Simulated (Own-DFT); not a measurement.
# Response to strain: 4H SiC, 32 atoms (C16Si16)

These are calculations, not measurements. The program, named Own-DFT, is a retired in-house plane-wave density functional code that no person has reviewed. Each row is one single-point run on a periodic cell that was not relaxed, without spin or spin-orbit coupling.

Settings of every run: PBE; PseudoDojo norm-conserving scalar-relativistic files; cutoff 42 hartree; 5 x 5 x 3 k mesh centred on Gamma; Fermi-Dirac smearing of 0.1 eV.

Known limits: forces on such cells passed a denser k mesh, each cell not checked; stress not checked against mesh or cutoff.

Unstrained cell vectors in Å: (6.165, 0.000, 0.000); (-3.083, 5.339, 0.000); (0.000, 0.000, 10.068). The unstrained cell has measured lattice constants (interpolated for alloys), not those of this functional. That, the random moves and any unrelaxed bonds set the pressure at no strain. Each run strains this cell uniformly, with the atoms carried along. Every atom was also moved at random, by a Gaussian of width 0.05 Å on each axis. Strain is the symmetric tensor, in per cent. Stress is positive in tension, and the pressure is minus a third of its trace.

| run | e_xx (%) | e_yy (%) | e_zz (%) | e_yz (%) | e_xz (%) | e_xy (%) | s_xx (GPa) | s_yy (GPa) | s_zz (GPa) | s_yz (GPa) | s_xz (GPa) | s_xy (GPa) | P (GPa) | E (meV/atom) |
|---|---|---|---|---|---|---|---|---|---|---|---|---|---|---|
| 1 | 0.75 | -0.68 | -1.49 | -0.24 | -0.32 | -1.93 | 0.77 | -12.50 | -14.25 | -1.66 | -1.23 | -8.29 | 8.66 | 29.5 |
| 2 | 0.22 | 1.22 | 0.67 | -1.87 | -1.48 | -1.48 | -2.08 | 0.34 | -1.30 | -6.23 | -3.92 | -6.44 | 1.01 | 30.9 |
| 3 | 0.82 | -0.95 | 0.07 | -0.99 | 0.55 | -0.24 | -1.05 | -6.74 | -6.99 | -2.70 | 2.49 | -1.17 | 4.93 | 2.9 |
| 4 | 0.07 | 1.64 | -1.98 | -0.12 | -0.47 | 0.12 | -4.88 | 3.45 | -15.15 | -0.35 | -2.38 | 2.96 | 5.52 | 5.0 |
| 5 | -0.19 | -0.14 | 1.06 | -1.88 | -0.70 | 0.34 | -3.35 | -5.86 | -2.14 | -6.41 | -2.50 | 2.48 | 3.78 | 21.7 |
| 6 | -0.24 | 1.21 | -0.91 | -1.56 | -1.79 | -1.17 | -4.55 | 1.70 | -12.25 | -5.95 | -6.58 | -4.10 | 5.04 | 9.3 |
| 7 | -0.80 | 0.66 | 1.34 | 0.46 | -1.79 | 1.86 | -7.42 | -0.61 | 0.98 | 1.30 | -5.34 | 5.49 | 2.35 | 21.0 |
| 8 | 1.12 | -0.69 | 0.23 | 1.65 | -1.87 | -0.70 | -0.27 | -7.21 | -5.56 | 5.49 | -5.67 | -5.92 | 4.35 | 28.0 |
| 9 | -0.09 | -1.91 | 1.59 | -0.58 | -0.70 | 0.17 | -8.02 | -13.59 | 1.97 | -2.54 | -2.06 | 1.37 | 6.54 | 25.1 |
| 10 | 1.67 | 0.52 | -0.08 | -0.76 | -1.99 | -1.61 | 6.19 | -0.87 | -6.71 | -2.18 | -6.03 | -5.88 | 0.46 | 16.0 |
| 11 | -0.24 | 0.43 | 0.80 | 1.60 | -1.12 | -1.19 | -5.26 | -3.29 | -1.38 | 5.00 | -4.35 | -5.42 | 3.31 | 29.6 |
| 12 | -1.02 | -0.48 | -1.72 | 1.55 | 0.99 | 1.06 | -13.81 | -8.75 | -17.52 | 5.12 | 5.47 | 6.47 | 13.36 | 31.3 |
| 13 | -0.08 | 1.71 | 0.99 | -0.03 | 1.17 | 1.27 | -2.73 | 4.12 | 0.34 | 0.53 | 3.26 | 6.08 | -0.57 | 0.0 |
| 14 | -1.87 | -1.46 | 1.37 | 1.95 | -0.66 | -1.86 | -20.77 | -15.07 | 1.26 | 6.48 | -1.67 | -11.50 | 11.53 | 71.9 |
| 15 | 1.79 | -0.87 | 1.52 | 1.12 | 0.31 | 0.32 | 5.16 | -7.19 | 0.43 | 3.05 | 2.01 | 1.02 | 0.53 | 31.6 |
| 16 | 1.33 | -1.94 | 1.08 | 1.36 | -1.30 | -1.70 | ? | ? | ? | ? | ? | ? | ? | ? |

E is the free energy for each atom above the lowest run shown.

## Worked fit

Each stress component was fitted by least squares to a constant and the strains of the runs shown, as fractions, with shears doubled. Shear strains stay in the fit of a normal stress only where such slopes are resolved. The slopes, in GPa:

```
stress  at no strain  per e_xx  per e_yy  per e_zz  scatter
  s_xx          -5.1  655 ± 43  154 ± 39   46 ± 36     1.58
  s_yy          -5.1   94 ± 44  532 ± 40   58 ± 38     1.64
  s_zz          -6.5   -8 ± 28   60 ± 25  553 ± 24     1.04
```

Each shear stress against twice its own strain: yz 167 ± 6, xz 164 ± 14, xy 225 ± 18 GPa. These are stiffnesses along x, y and z of the frame in which the cell vectors are given, which need not be the crystal's axes. The atoms are held to the strained lattice; where symmetry lets them move under strain, relaxing them would lower some slopes. The table should be nearly symmetric about its diagonal, and what it lacks of that shows the noise. A ninth of its sum, 238 ± 9 GPa, estimates the bulk modulus near the mean pressure of these runs, 4.7 GPa, so it lies above the value at zero pressure.

## Withheld run

Question: what normal stresses and pressure should run 16 give?

The fit gives s_xx = 1.1, s_yy = -13.6, s_zz = -1.8 and P = 4.7 GPa. The calculation gave 0.36, -14.83, 2.16 and P = 4.10 GPa. This run lies off the fit, by chance or by something that the fit leaves out.
